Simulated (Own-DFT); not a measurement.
# Computed records: InGa3As4 (zincblende random alloy, strained, atoms displaced)

All values are calculated (Own-DFT development build). A calculation, not a measurement: plane-wave PBE density functional theory by an unreviewed code, no spin, of a simulated periodic cell, stress positive in tension, free energy of the whole cell less one offset for each atom, forces on such cells passed a denser k mesh, this cell's mesh not checked; offsets are fitted by least squares, one for each functional and potential file, so energies compare only between cells with the same atoms and settings and are not formation energies; the far tail of each file's local potential was reset to the Coulomb form; each entry is a single point on an unrelaxed cell, so the pressure reflects the starting lattice, mostly measured values, from which strain is counted, and rises with the displacements; printed positions are rounded, which can move forces by about a meV/angstrom; the program is a retired in-house code; no spin-orbit coupling; before rounding, a Quantum ESPRESSO 7.3.1 run of the same cell and cutoff gave forces within 1 meV/angstrom rms on each cell, which checks the program and not the settings.

## InGa3As4 (zincblende random alloy, strained, atoms displaced)

```xyz
64
Lattice="11.3066 0.0000 0.0000 0.0000 11.3066 0.0000 0.0000 0.0000 11.6914" Properties=species:S:1:pos:R:3 InGa3As4
In     0.0207    11.1904    11.6485
Ga     0.0167     2.8569     2.8708
Ga     2.8429     0.0121     2.8478
Ga     2.8504     2.8564    11.6352
As     1.4770     1.3765     1.4480
As     1.4805     4.2588     4.5058
As     4.2214     1.4541     4.3893
As     4.3130     4.2773     1.4895
Ga     0.0468     0.0384     5.8929
In    11.2555     2.8441     8.8777
Ga     2.7648    11.2763     8.7870
In     2.7816     2.7760     5.7965
As     1.4851     1.4619     7.2132
As     1.4435     4.2327    10.2471
As     4.2156     1.3790    10.1807
As     4.1837     4.1559     7.2801
Ga    11.2954     5.5503     0.0009
Ga     0.0396     8.4936     2.8966
Ga     2.8928     5.6863     3.0432
In     2.7947     8.4290    11.6391
As     1.4379     7.0859     1.4427
As     1.3915     9.8011     4.3798
As     4.1573     7.0891     4.3141
As     4.2510     9.8779     1.3964
In     0.0308     5.6702     5.9104
In    11.2398     8.5646     8.7775
Ga     2.7634     5.7273     8.7964
Ga     2.8673     8.4665     5.7971
As     1.3621     7.0374     7.2497
As     1.4494     9.8491    10.2661
As     4.2720     7.0077    10.3285
As     4.2945     9.9330     7.3289
Ga     5.7337    11.2099     0.0575
Ga     5.7095     2.9122     2.8841
Ga     8.4626    11.2652     2.9302
Ga     8.4654     2.8742     0.0569
As     7.0669     1.4215     1.4294
As     7.0944     4.2751     4.3494
As     9.9351     1.4237     4.3827
As     9.9128     4.1786     1.4199
Ga     5.6662    11.3030     5.7939
Ga     5.6090     2.7622     8.7394
Ga     8.5587     0.0640     8.6558
Ga     8.3878     2.7827     5.8055
As     7.0886     1.3609     7.3263
As     7.0335     4.2943    10.1513
As     9.8656     1.4664    10.1381
As     9.8134     4.2290     7.3113
Ga     5.7341     5.5792    11.6294
In     5.7028     8.4141     2.9558
Ga     8.4754     5.6184     2.9437
Ga     8.5232     8.4880     0.0320
As     7.1394     7.0606     1.5132
As     7.0100     9.9487     4.3992
As     9.9445     7.0623     4.4692
As     9.9327     9.9422     1.3866
Ga     5.6895     5.5943     5.8298
Ga     5.5938     8.4545     8.6764
Ga     8.4570     5.6945     8.7480
In     8.5123     8.5528     5.8544
As     7.0133     7.1200     7.2722
As     7.1128     9.8348    10.2685
As     9.9016     7.0441    10.1961
As     9.9406     9.8836     7.3871
```

* functional: PBE
* potential files: PseudoDojo norm-conserving, scalar-relativistic, standard set
* wave cutoff: 42 hartree
* occupations: Fermi-Dirac
* smearing width: 0.1 eV
* k mesh: 3 x 3 x 3 centred on Gamma
* free energy of cell above offsets: -19.782 eV
* pressure: 6.64 GPa
* stress xx: -7.38 GPa
* stress yy: -7.24 GPa
* stress zz: -5.3 GPa
* stress yz: 0.4 GPa
* stress xz: 0.2 GPa
* stress xy: -0.11 GPa

Force:
```tsv
element	x (eV/Å)	y (eV/Å)	z (eV/Å)
In	0.057	2.551	-0.59
Ga	0.672	-0.274	0.567
Ga	0.332	-0.498	0.767
Ga	0.473	-0.302	0.653
As	-0.043	1.214	0.124
As	-1.185	0.662	-3.436
As	1.685	-1.358	-1.761
As	-0.693	0.119	-0.405
Ga	-0.119	-0.446	-0.382
In	1.298	0.676	-2.209
Ga	0.249	0.301	-0.477
In	1.477	0.405	-0.139
As	-1.844	-2.362	2.559
As	0.746	1.061	0.634
As	0.402	-0.289	0.672
As	1.144	1.613	1.164
Ga	0.252	0.902	-0.06
Ga	-0.62	-0.425	-0.146
Ga	-1.112	-0.936	-1.414
In	0.928	0.084	0.67
As	-1.305	-1.803	1.404
As	0.381	1.202	0.063
As	0.704	-0.636	2.164
As	0.122	0.89	0.75
In	-1.257	-1.554	-0.572
In	1.783	-1.714	0.803
Ga	0.636	-0.328	-0.236
Ga	-0.209	0.199	0.769
As	2.667	1.972	1.768
As	0.641	0.843	-2.142
As	0.936	-0.612	-2.008
As	-0.869	-0.07	-0.532
Ga	-0.382	0.554	-0.747
Ga	-0.261	-0.803	0.271
Ga	0.307	0.545	-0.184
Ga	-0.373	-0.371	-1.134
As	0.125	-0.047	0.462
As	-0.169	-0.468	0.296
As	-0.296	-0.138	-0.113
As	-0.21	0.627	0.696
Ga	-0.455	0.693	0.466
Ga	0.1	0.305	0.001
Ga	-0.428	-0.621	1.103
Ga	0.589	0.097	0.18
As	-0.662	0.369	-0.619
As	0.547	-1.079	0.021
As	-2.102	-1.666	2.248
As	-1.14	-0.149	-0.17
Ga	-0.155	0.561	0.99
In	-0.525	0.804	-0.559
Ga	0.957	0.462	-0.12
Ga	0.039	-0.451	-0.142
As	0.743	-1.141	-1.574
As	0.692	0.876	-0.223
As	-0.465	0.267	-2.682
As	-1.742	-1.778	2.444
Ga	-0.827	0.355	0.204
Ga	0.242	-0.112	1.288
Ga	-0.136	0.119	-0.281
In	-0.289	-0.024	-0.169
As	-0.299	-1.15	0.542
As	-0.046	0.306	-1.007
As	-0.767	-0.944	1.376
As	-0.938	2.917	-1.886
```
